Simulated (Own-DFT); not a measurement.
# Shaking the atoms of zincblende GaP, 96 atoms (Ga48P48)

All numbers below are calculated, not measured. The program, named Own-DFT, is a retired in-house plane-wave density functional code that no person has reviewed. Each row is one single-point run on a periodic cell that was not relaxed, without spin or spin-orbit coupling.

Settings of every run: PBE; PseudoDojo norm-conserving scalar-relativistic files; cutoff 42 hartree; 2 x 3 x 3 k mesh centred on Gamma; Fermi-Dirac smearing of 0.1 eV.

Known limits, some of them of some rows only: some atoms lie very close together; forces on such cells moved up to 12 meV/angstrom on a denser k mesh; forces on such cells passed a denser k mesh, each cell not checked; stress not checked against mesh or cutoff.

Cell vectors in Å: (16.352, 0.000, 0.000); (0.000, 10.901, 0.000); (0.000, 0.000, 10.901). In each run every atom was moved at random and independently from its ideal site; u is the rms move along one axis. E is the free energy for each atom above the fitted value at u = 0, and F the rms of the force components.

| run | u (Å) | E (meV/atom) | F (eV/Å) | largest force (eV/Å) | P (GPa) |
|---|---|---|---|---|---|
| 1 | 0.0190 | 6.4 | 0.279 | 0.92 | 2.72 |
| 2 | 0.0195 | 6.6 | 0.280 | 1.08 | 2.72 |
| 3 | 0.0196 | 7.1 | 0.290 | 1.02 | 2.73 |
| 4 | 0.0485 | 41.7 | 0.704 | 2.42 | 3.24 |
| 5 | 0.0508 | 43.3 | 0.710 | 2.67 | 3.27 |
| 6 | 0.0511 | 44.7 | 0.728 | 2.73 | 3.27 |
| 7 | 0.0928 | ? | ? | ? | ? |
| 8 | 0.0952 | 171.7 | 1.633 | 10.11 | 5.19 |
| 9 | 0.1005 | 176.1 | 1.604 | 8.11 | 5.11 |
| 10 | 0.1437 | 352.1 | 2.324 | 12.61 | 7.68 |
| 11 | 0.1989 | 627.1 | 3.524 | 19.19 | 11.54 |

## Worked fit

For small independent moves the energy grows as E = (3/2) K u², with K the mean stiffness felt by one atom. The runs with u up to 0.11 Å give K = 11.8 ± 0.2 eV/Å², with residuals divided by u² + 0.0006 Å², since the noise grows with the moves. The scatter is 1.9 meV/atom at u = 0.05 Å. The forces follow F = G u with G = 15.0 eV/Å²; no force at u = 0 is resolved. G exceeds K because the moves of its neighbours add to the force on an atom, and stiffness differs between atoms. At u = 0.199 Å the parabola gives 700 meV/atom and the run 627. The pressure follows P = 2.62 + 262 u² GPa: at fixed volume, shortened bonds push harder than stretched ones pull.

## Withheld run

Question: what energy and rms force should run 7 give?

The fit gives 152 ± 6 meV/atom and about 1.39 eV/Å. The calculation gave 140.0 meV/atom and 1.371 eV/Å.
